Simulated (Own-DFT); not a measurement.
# How HSE06 shifts the pressure of corundum Al2O3, 78 atoms (Al32O46), with two O vacancies

All values are computed. Each geometry was run twice at fixed positions with Own-DFT, a retired in-house plane-wave program that no person has reviewed: with PBE, and with HSE06 (exact exchange share 0.25 at short range, screening 0.11 per bohr, Gygi-Baldereschi treatment of its divergence). Both used PseudoDojo norm-conserving files made for PBE, a cutoff of 48 hartree, the Gamma point alone, fixed occupations, a neutral cell and no spin. With Gamma alone and a thickness of 7.9 Å, finite-size errors remain in every number. The oxygen file's force components were 24 meV/Å off all-electron values in a glass.

Unstrained cell vectors in Å: (5.494, 0.000, 8.660); (-2.747, 4.758, 8.660); (-2.747, -4.758, 8.660), volume V0 = 679.1 Å³, from measured lattice constants. Each geometry has its own random strain of a few per cent, its own defect sites and random moves of rms u per axis. HSE06 gave the energy alone. D is its energy less that of PBE, over the lowest D shown. The PBE stress wasn't checked against mesh or cutoff.

| run | V - V0 (Å³) | u (Å) | P with PBE (GPa) | D (eV) |
|---|---|---|---|---|
| 1 | -16.4 | 0.0491 | 17.34 | 0.000 |
| 2 | -5.8 | 0.0506 | 10.96 | 0.514 |
| 3 | 20.8 | 0.0511 | 1.39 | 1.603 |
| 4 | -10.4 | 0.0271 | 11.65 | 0.191 |
| 5 | 0.5 | 0.0469 | 8.54 | 0.723 |
| 6 | 0.2 | 0.0466 | 8.76 | 0.700 |
| 7 | -2.1 | 0.0547 | 11.23 | 0.637 |
| 8 | -5.9 | 0.0485 | 11.33 | 0.472 |
| 9 | -0.7 | 0.0508 | 9.12 | 0.748 |
| 10 | -11.9 | 0.0507 | 14.94 | 0.227 |
| 11 | -5.3 | 0.0555 | 11.61 | 0.523 |
| 12 | 31.4 | 0.0290 | -3.27 | 1.810 |
| 13 | -7.5 | 0.0283 | 10.03 | ? |

## Worked fit

D = 0.52 + 0.0404 (V - V0) + 78 u² eV, with an error of 0.0009 on the volume slope, 16 on the last term and a scatter of 0.04 eV. Pressure is -dE/dV, and 1 eV/Å³ is 160.2 GPa, so HSE06 changes the pressure by -6.5 ± 0.1 GPa. With the ions held to the strained lattice, the PBE pressure falls by 265 ± 13 GPa per unit of volume strain; the shape of the strain isn't fitted, so the true error is larger, and a relaxed crystal would be softer. On that slope HSE06's volume at a given pressure is about 2.4 % smaller, or 0.8 % in lengths. At u = 0 and V0 the PBE pressure is 7.6 GPa, which puts the zero-pressure volume, against the measured cell and with the defects in, at +2.9 % for PBE and +0.4 % for HSE06, each good to a few tenths of a per cent.

## Withheld run

Asked: what D should run 13 give?

The fit gives 0.28 eV, with rows scattering by 0.04. The run itself gave 0.337 eV.
